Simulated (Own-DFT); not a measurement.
## Calculated data, Si3N4 (beta silicon nitride, atoms displaced)

Computed with Own-DFT development build. A calculation, not a measurement: plane-wave PBE density functional theory by an unreviewed code, no spin, of a simulated periodic cell, stress positive in tension, free energy of the whole cell less one offset for each atom, forces on such cells passed a denser k mesh, this cell's mesh not checked; offsets are fitted by least squares, one for each functional and potential file, so energies compare only between cells with the same atoms and settings and are not formation energies; the far tail of each file's local potential was reset to the Coulomb form; each entry is a single point on an unrelaxed cell, so the pressure reflects the starting lattice, mostly measured values (interpolated for alloys), from which strain is counted, and rises with the displacements; printed positions are rounded, which can move forces by about a meV/angstrom; the program, named Own-DFT, is a retired in-house code; no spin-orbit coupling.

Entry: Si3N4 (beta silicon nitride, atoms displaced)

```xyz
42
Lattice="7.6060 0.0000 0.0000 -3.8030 6.5870 0.0000 0.0000 0.0000 8.7270" Properties=species:S:1:pos:R:3 Si3N4
Si    -1.5944     5.0207     0.7423
Si     0.2101     2.6639     0.7403
Si     1.3523     5.4627     0.7382
Si     5.3911     1.5408     2.2061
Si     3.5878     3.9606     2.1437
Si     2.4233     1.1336     2.1661
N      2.4266     0.2080     0.7549
N      6.2508     1.9757     0.7334
N      2.7745     4.3807     0.7126
N      1.4021     6.3810     2.2159
N     -2.4666     4.6206     2.1777
N      1.0400     2.1784     2.1837
N     -0.0040     4.3804     0.7553
N      3.8195     2.1769     2.1983
Si    -1.5852     5.0460     3.6437
Si     0.1874     2.6443     3.6122
Si     1.3900     5.4333     3.6541
Si     5.3907     1.5198     5.0945
Si     3.5979     3.9450     5.0713
Si     2.4320     1.1516     5.1178
N      2.3844     0.1730     3.6402
N      6.2430     2.0034     3.6150
N      2.7533     4.4210     3.6266
N      1.3789     6.3938     5.0643
N     -2.4318     4.6076     5.0998
N      1.0261     2.1882     5.0985
N      0.0300     4.3678     3.6592
N      3.7958     2.2245     5.0801
Si    -1.5841     5.0543     6.5284
Si     0.2208     2.6669     6.5442
Si     1.3933     5.4894     6.5643
Si     5.4194     1.5069     7.9640
Si     3.5862     3.9370     7.9912
Si     2.3977     1.1391     7.9739
N      2.3924     0.1896     6.5652
N      6.2315     1.9839     6.5145
N      2.7989     4.4082     6.5467
N      1.4145     6.4003     7.9889
N     -2.3923     4.6316     8.0128
N      0.9909     2.1786     8.0345
N      0.0154     4.3750     6.5348
N      3.8158     2.2112     8.0101
```

- functional: PBE
- potential files: PseudoDojo norm-conserving, scalar-relativistic, standard set
- wave cutoff: 42 hartree
- occupations: Fermi-Dirac
- smearing width: 0.1 eV
- k mesh: 3 x 3 x 3 centred on Gamma
- free energy of cell above offsets: -7.467 eV
- pressure: 5.38 GPa
- stress xx: -5.62 GPa
- stress yy: -4.48 GPa
- stress zz: -6.02 GPa
- stress yz: -1.12 GPa
- stress xz: -0.1 GPa
- stress xy: -0.37 GPa

Force:
```
element  x (eV/Å)  y (eV/Å)  z (eV/Å)
     Si     0.315     1.365    -0.001
     Si     0.231     0.257     0.437
     Si     0.395    -0.711     0.346
     Si     0.052    -0.533     -1.08
     Si    -0.747    -2.012     1.239
     Si     0.483     0.556     1.158
      N     -0.28    -1.165    -1.492
      N    -0.842    -0.524    -0.251
      N    -1.084     1.224    -0.286
      N     0.203     0.463    -0.744
      N     1.203      0.37      0.42
      N    -0.172    -0.167    -0.062
      N     0.359     0.257    -0.096
      N    -0.887     1.259    -0.058
     Si     0.361     -0.12    -0.259
     Si     1.821     0.768     0.778
     Si    -0.791     -0.33    -0.604
     Si    -0.291     0.732    -0.981
     Si    -0.711     -0.59     0.127
     Si    -0.238     0.134    -1.144
      N     0.031     0.722     0.331
      N      -1.1    -0.726     1.013
      N     1.236    -0.325    -0.069
      N      0.28     0.321     1.207
      N      0.31     0.193     -0.37
      N      0.13    -0.587    -0.304
      N    -1.035     0.268    -0.225
      N     0.327    -0.611     0.125
     Si      0.36    -0.332     0.778
     Si     0.175     0.282     0.082
     Si     -0.25    -2.045    -1.231
     Si    -0.529     1.536      1.25
     Si     0.957    -0.728      0.07
     Si     0.757     0.848     1.853
      N     0.054      0.01    -0.764
      N     0.195    -0.224     0.424
      N     -0.76     0.987     -0.37
      N     0.025    -0.233     0.769
      N    -1.111    -0.453    -0.608
      N     0.734    -0.602    -1.244
      N     0.158     1.059     0.191
      N    -0.328    -0.593    -0.355
```
